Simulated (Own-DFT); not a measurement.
Simulation results for Si (diamond silicon with added atoms, atoms displaced)

All values are calculated (Own-DFT development build). A calculation, not a measurement: plane-wave PBE density functional theory by an unreviewed code, no spin, of a simulated periodic cell, stress positive in tension, free energy of the whole cell less one offset for each atom, defect cell not probed for a lower state with spin, k mesh not checked against a denser one; offsets are fitted by least squares, one for each functional and potential file, so energies compare only between cells with the same atoms and settings and are not formation energies; the far tail of each file's local potential was reset to the Coulomb form; each entry is a single point on an unrelaxed cell, so the pressure reflects the starting lattice, mostly measured values (interpolated for alloys), from which strain is counted, and rises with the displacements; printed positions are rounded, which can move forces by about a meV/angstrom; the program, named Own-DFT, is a retired in-house code; no spin-orbit coupling; before rounding, a Quantum ESPRESSO 7.3.1 run of the same cell and cutoff gave forces within 1 meV/angstrom rms on each cell, which checks the program and not the settings.

Si (diamond silicon with added atoms, atoms displaced)

```
CELL_PARAMETERS angstrom
10.86200 0.00000 0.00000
0.00000 10.86200 0.00000
0.00000 0.00000 10.86200
ATOMIC_POSITIONS crystal
Si 0.99611 0.99261 0.99828
Si 0.99688 0.24876 0.25406
Si 0.25300 0.99818 0.25121
Si 0.24881 0.24987 0.99958
Si 0.12355 0.12848 0.12636
Si 0.12910 0.37802 0.37552
Si 0.37406 0.12256 0.37075
Si 0.37409 0.37118 0.12883
Si 0.99950 0.00151 0.50211
Si 0.00270 0.24630 0.75194
Si 0.25264 0.00030 0.74948
Si 0.25036 0.25021 0.49813
Si 0.12557 0.12542 0.62470
Si 0.12413 0.37036 0.87790
Si 0.37848 0.12120 0.87429
Si 0.37665 0.37534 0.63039
Si 0.00202 0.50168 0.00361
Si 0.00192 0.75037 0.25293
Si 0.24389 0.50474 0.25124
Si 0.24889 0.75020 0.99938
Si 0.12666 0.62295 0.12433
Si 0.12699 0.87398 0.37525
Si 0.37303 0.62338 0.37495
Si 0.37512 0.87431 0.12690
Si 0.99771 0.49922 0.50151
Si 0.99877 0.74658 0.75044
Si 0.24964 0.49991 0.74735
Si 0.25289 0.74566 0.50816
Si 0.12243 0.62291 0.62560
Si 0.12413 0.87504 0.87312
Si 0.37529 0.62024 0.87619
Si 0.37677 0.87500 0.62863
Si 0.49205 0.99858 0.99890
Si 0.49862 0.24915 0.24700
Si 0.75301 0.99971 0.25156
Si 0.75268 0.25309 0.99972
Si 0.62611 0.13370 0.12391
Si 0.62245 0.37468 0.36741
Si 0.87651 0.12649 0.37734
Si 0.87613 0.37554 0.12595
Si 0.50002 0.00623 0.50140
Si 0.49858 0.24710 0.75138
Si 0.74727 0.99782 0.74806
Si 0.75203 0.25520 0.49909
Si 0.62476 0.12298 0.62822
Si 0.62367 0.37465 0.87795
Si 0.87545 0.12786 0.87074
Si 0.87532 0.37349 0.61972
Si 0.50054 0.49975 0.00443
Si 0.50235 0.74897 0.24816
Si 0.74866 0.49699 0.24611
Si 0.74439 0.74694 0.99868
Si 0.62749 0.62433 0.12349
Si 0.62597 0.87708 0.37713
Si 0.87682 0.62429 0.36897
Si 0.87585 0.87753 0.12557
Si 0.50106 0.49867 0.50157
Si 0.50181 0.74975 0.75312
Si 0.74824 0.49719 0.75089
Si 0.74620 0.75014 0.50126
Si 0.62230 0.62568 0.62361
Si 0.62386 0.87546 0.87581
Si 0.87204 0.62684 0.87971
Si 0.87603 0.87874 0.62268
Si 0.31492 0.31358 0.31259
```

* functional: PBE
* potential files: PseudoDojo norm-conserving, scalar-relativistic, standard set
* wave cutoff: 20 hartree
* occupations: Fermi-Dirac
* smearing width: 0.1 eV
* k mesh: 3 x 3 x 3 centred on Gamma
* free energy of cell above offsets: -0.514 eV
* pressure: 3.5 GPa
* stress xx: -3.51 GPa
* stress yy: -3.31 GPa
* stress zz: -3.67 GPa
* stress yz: 0.79 GPa
* stress xz: 0.78 GPa
* stress xy: 0.1 GPa

Force:
```csv
element,x (eV/Å),y (eV/Å),z (eV/Å)
Si,0.522,1.364,-0.12
Si,0.449,0.532,-0.231
Si,-0.764,-0.037,-0.437
Si,0.475,-0.429,-0.059
Si,0.007,-0.731,-0.012
Si,-2.797,-0.242,0.299
Si,0.252,-1.494,0.572
Si,-0.206,1.009,-2.891
Si,0.421,-0.076,-0.505
Si,-0.225,0.698,-0.634
Si,-0.355,-0.014,0.07
Si,0.115,-0.131,2.39
Si,0.069,-0.366,0.161
Si,0.093,0.864,-0.413
Si,-0.934,0.638,0.001
Si,-0.11,-0.31,-0.575
Si,-0.355,-0.374,-0.508
Si,0.064,0.113,-0.643
Si,0.81,1.149,-0.232
Si,0.315,-0.061,-0.063
Si,-0.522,0.962,-0.19
Si,0.217,-0.054,0.748
Si,0.386,0.311,0.203
Si,-0.148,-0.38,-0.15
Si,0.192,0.46,-0.371
Si,-0.196,0.463,-0.024
Si,-0.357,-0.309,0.711
Si,-0.283,0.532,-0.762
Si,0.023,-0.001,0.103
Si,0.111,-0.234,-0.123
Si,-0.152,0.452,-0.014
Si,0.157,0.002,-0.257
Si,1.35,0.097,0.577
Si,2.208,-0.371,0.185
Si,-0.423,0.536,-0.066
Si,0.137,0,-0.269
Si,0.107,-1.594,-0.429
Si,0.274,0.046,0.888
Si,-0.406,-0.23,0.179
Si,0.175,-0.141,-0.024
Si,0.034,-0.764,0.058
Si,0.407,0.251,0.218
Si,0.456,0.168,0.403
Si,-0.848,-0.798,-0.335
Si,0.283,0.843,-0.473
Si,-0.098,-0.155,-0.23
Si,-0.435,-0.88,0.54
Si,0.205,0.05,1.284
Si,-0.017,-0.069,-0.217
Si,-0.09,0.091,0.441
Si,0.296,0.367,0.201
Si,0.632,0.914,0.398
Si,-0.379,-0.08,0.348
Si,-0.335,-0.006,-0.296
Si,-0.67,-0.075,0.709
Si,-0.519,-1.049,0.05
Si,-0.346,-0.285,-0.588
Si,-0.25,-0.205,-0.075
Si,0.225,0.33,-0.192
Si,0.801,-0.078,-0.28
Si,0.333,-0.174,0.47
Si,-0.118,0.127,0.159
Si,0.267,-0.599,-0.522
Si,-0.25,-0.816,0.336
Si,-0.283,0.242,0.51
```
